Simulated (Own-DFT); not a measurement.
# How strain changes the stress of wurtzite GaN, 72 atoms (Ga36N36)

All numbers below are calculated, not measured. The program, named Own-DFT, is a retired in-house plane-wave density functional code that no person has reviewed. Each row is one single-point run on a periodic cell that was not relaxed, without spin or spin-orbit coupling.

Settings of every run: PBE; PseudoDojo norm-conserving scalar-relativistic files; cutoff 42 hartree; 4 x 4 x 3 k mesh centred on Gamma; Fermi-Dirac smearing of 0.1 eV.

Known limits: forces not confirmed at this smearing and k mesh; stress not checked against mesh or cutoff.

Unstrained cell vectors in Å: (9.567, 0.000, 0.000); (-4.784, 8.285, 0.000); (0.000, 0.000, 10.370). The unstrained cell has measured lattice constants (interpolated for alloys), not those of this functional. That, the random moves and any unrelaxed bonds set the pressure at no strain. Each run strains this cell uniformly, with the atoms carried along. Every atom was also moved at random, by a Gaussian of width 0.05 Å on each axis. Strain is the symmetric tensor, in per cent. Stress is positive in tension, and the pressure is minus a third of its trace.

| run | e_xx (%) | e_yy (%) | e_zz (%) | e_yz (%) | e_xz (%) | e_xy (%) | s_xx (GPa) | s_yy (GPa) | s_zz (GPa) | s_yz (GPa) | s_xz (GPa) | s_xy (GPa) | P (GPa) | E (meV/atom) |
|---|---|---|---|---|---|---|---|---|---|---|---|---|---|---|
| 1 | -0.39 | -0.03 | -1.15 | -0.87 | 0.02 | 1.17 | -9.20 | -9.17 | -14.82 | -1.87 | -0.13 | 4.52 | 11.06 | 16.7 |
| 2 | -0.97 | 1.78 | -1.75 | 0.12 | -0.41 | 1.23 | -10.20 | -3.99 | -14.39 | -0.33 | -1.05 | 2.91 | 9.52 | 13.9 |
| 3 | 0.00 | 0.92 | -1.63 | -1.71 | -1.77 | -1.59 | -8.78 | -4.24 | -16.09 | -3.12 | -4.13 | -5.04 | 9.70 | 27.7 |
| 4 | 0.41 | 1.80 | 1.39 | -1.73 | -1.18 | -1.65 | -3.22 | 0.51 | -0.33 | -3.39 | -1.65 | -3.91 | 1.01 | 1.7 |
| 5 | 1.47 | -1.34 | 0.59 | -1.53 | 0.38 | -0.38 | -3.67 | -11.07 | -4.31 | -3.48 | 1.05 | -1.43 | 6.35 | 1.4 |
| 6 | 1.11 | -1.08 | -1.32 | 1.56 | 0.87 | 0.10 | -4.52 | -11.62 | -14.41 | 2.31 | 1.68 | 0.60 | 10.18 | 17.4 |
| 7 | -1.67 | -1.22 | -0.76 | 0.58 | -0.64 | -1.89 | -19.32 | -14.74 | -13.68 | 1.57 | -0.52 | -6.49 | 15.91 | 43.3 |
| 8 | 0.07 | 0.90 | 1.66 | 0.23 | -1.67 | 0.47 | -5.83 | -2.46 | 0.33 | 0.61 | -3.27 | 1.66 | 2.66 | 0.0 |
| 9 | 1.81 | -0.59 | 1.16 | 1.72 | -0.78 | -1.86 | -1.23 | -7.60 | -1.10 | 2.81 | -1.49 | -3.64 | 3.31 | 10.9 |
| 10 | -0.95 | 1.57 | 1.06 | 1.50 | -0.87 | 2.00 | -8.91 | -3.22 | -1.82 | 2.98 | -1.39 | 6.25 | 4.65 | 8.4 |
| 11 | -1.42 | 1.88 | -0.82 | 1.14 | 1.53 | 0.11 | -12.62 | -2.11 | -10.52 | 2.22 | 3.93 | -1.42 | 8.41 | 9.5 |
| 12 | -1.00 | -0.20 | -0.53 | 1.62 | 1.44 | -1.09 | -11.00 | -10.21 | -11.91 | 3.14 | 2.50 | -1.73 | 11.04 | 16.2 |
| 13 | -1.68 | -0.51 | 1.94 | 1.35 | -0.05 | -1.68 | -15.47 | -10.73 | -0.64 | 2.26 | -0.31 | -7.48 | 8.95 | 24.9 |
| 14 | -0.51 | -1.53 | 1.60 | -1.95 | -0.87 | 0.36 | -11.59 | -16.04 | -1.23 | -4.42 | -2.85 | 2.55 | 9.62 | 31.8 |
| 15 | -1.94 | -1.78 | -1.90 | 0.18 | -1.68 | 1.59 | -19.96 | -20.52 | -21.79 | 0.73 | -4.85 | 5.31 | 20.76 | 69.2 |
| 16 | -0.51 | -1.11 | 1.30 | -1.29 | 1.31 | 1.51 | ? | ? | ? | ? | ? | ? | ? | ? |

E is the free energy for each atom above the lowest run shown.

## Worked fit

Each stress component was fitted by least squares to a constant and the strains of the runs shown, as fractions, with shears doubled. Shear strains stay in the fit of a normal stress only where such slopes are resolved. The slopes, in GPa:

```
stress,at no strain,per e_xx,per e_yy,per e_zz,scatter
s_xx,-8.1,438 ± 25,145 ± 22,42 ± 21,1.07
s_yy,-8.1,145 ± 23,424 ± 20,51 ± 19,0.98
s_zz,-8.0,85 ± 22,93 ± 19,490 ± 18,0.93
```

Each shear stress against twice its own strain: yz 98 ± 4, xz 110 ± 9, xy 160 ± 14 GPa. These are stiffnesses along x, y and z of the frame in which the cell vectors are given, which need not be the crystal's axes. The atoms are held to the strained lattice; where symmetry lets them move under strain, relaxing them would lower some slopes. The table should be nearly symmetric about its diagonal, and what it lacks of that shows the noise. A ninth of its sum, 212 ± 5 GPa, estimates the bulk modulus near the mean pressure of these runs, 8.9 GPa, so it lies above the value at zero pressure.

## Withheld run

Question: what normal stresses and pressure should run 16 give?

The fit gives s_xx = -11.4, s_yy = -12.9, s_zz = -3.1 and P = 9.1 GPa. The calculation gave -10.26, -11.73, -3.64 and P = 8.54 GPa.
